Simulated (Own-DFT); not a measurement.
# Which defects push the lattice out? C40 NbSi2

Source: density functional calculations with Own-DFT, an unreviewed in-house program that is no longer used. Nothing was measured or relaxed, and spin and spin-orbit coupling are left out.

Common settings: PBE; PseudoDojo norm-conserving scalar-relativistic files; cutoff 42 hartree; 4 x 4 x 5 k mesh centred on Gamma; cold (Marzari-Vanderbilt) smearing of 0.2 eV.

Limits: forces on such cells failed a check on a denser k mesh; stress not checked against mesh or cutoff.

All runs share one cell, with vectors in Å (0.000, 8.324, 0.000); (-9.613, 0.000, 0.000); (0.000, 0.000, 6.586) and a volume of 527.0 Å³. u is the rms random offset of the atoms per axis. The defect's site can differ from row to row.

| cell | formula | u (Å) | P (GPa) |
|---|---|---|---|
| no defect | Nb12Si24 | 0.0191 | 1.49 |
| no defect | Nb12Si24 | 0.0483 | 2.50 |
| no defect | Nb12Si24 | 0.0508 | 2.80 |
| two Nb on a Si site each | Nb14Si22 | 0.0272 | 7.46 |
| two Nb on a Si site each | Nb14Si22 | 0.0299 | 7.50 |
| two Nb on a Si site each | Nb14Si22 | 0.0514 | 8.85 |
| two Nb vacancies | Nb10Si24 | 0.0308 | ? |
| two Nb vacancies | Nb10Si24 | 0.0315 | -0.26 |
| two Nb vacancies | Nb10Si24 | 0.0554 | 1.08 |
| two Nb vacancies | Nb10Si24 | 0.0572 | 0.97 |
| two Si on a Nb site each | Nb10Si26 | 0.0302 | 1.67 |
| two Si on a Nb site each | Nb10Si26 | 0.0483 | 2.63 |
| two Si on a Nb site each | Nb10Si26 | 0.0537 | 2.68 |
| one Si vacancy | Nb12Si23 | 0.0308 | 0.99 |
| one Si vacancy | Nb12Si23 | 0.0321 | 1.04 |
| one Si vacancy | Nb12Si23 | 0.0476 | 1.88 |

## Fit

P = P0 + c u² + a shift for each defect gives P0 = 1.19 GPa, c = 611 ± 37 GPa/Å² and a scatter of 0.13 GPa. The shifts, and each times the cell's volume:

- two Nb on a Si site each: 5.88 ± 0.10 GPa, 19.3 eV (9.7 eV for each of its 2 sites)
- two Si on a Nb site each: -0.11 ± 0.10 GPa, -0.4 eV (-0.2 eV for each of its 2 sites) (not resolved)
- one Si vacancy: -0.75 ± 0.10 GPa, -2.5 eV
- two Nb vacancies: -2.08 ± 0.11 GPa, -6.8 eV (-3.4 eV for each of its 2 sites)

A positive shift means that the defect pushes the cell outwards. Shift times volume (160.2 GPa Å³ is 1 eV) depends little on the cell's size, so, taken for each site, it can be compared between cells at like pressure. The atoms around the defects weren't relaxed, which would change these numbers.

## The run left out

The question: what pressure belongs in the blank (two Nb vacancies, u = 0.0308 Å)?

From the fit: -0.31 ± 0.16 GPa. Computed: -0.08 GPa.
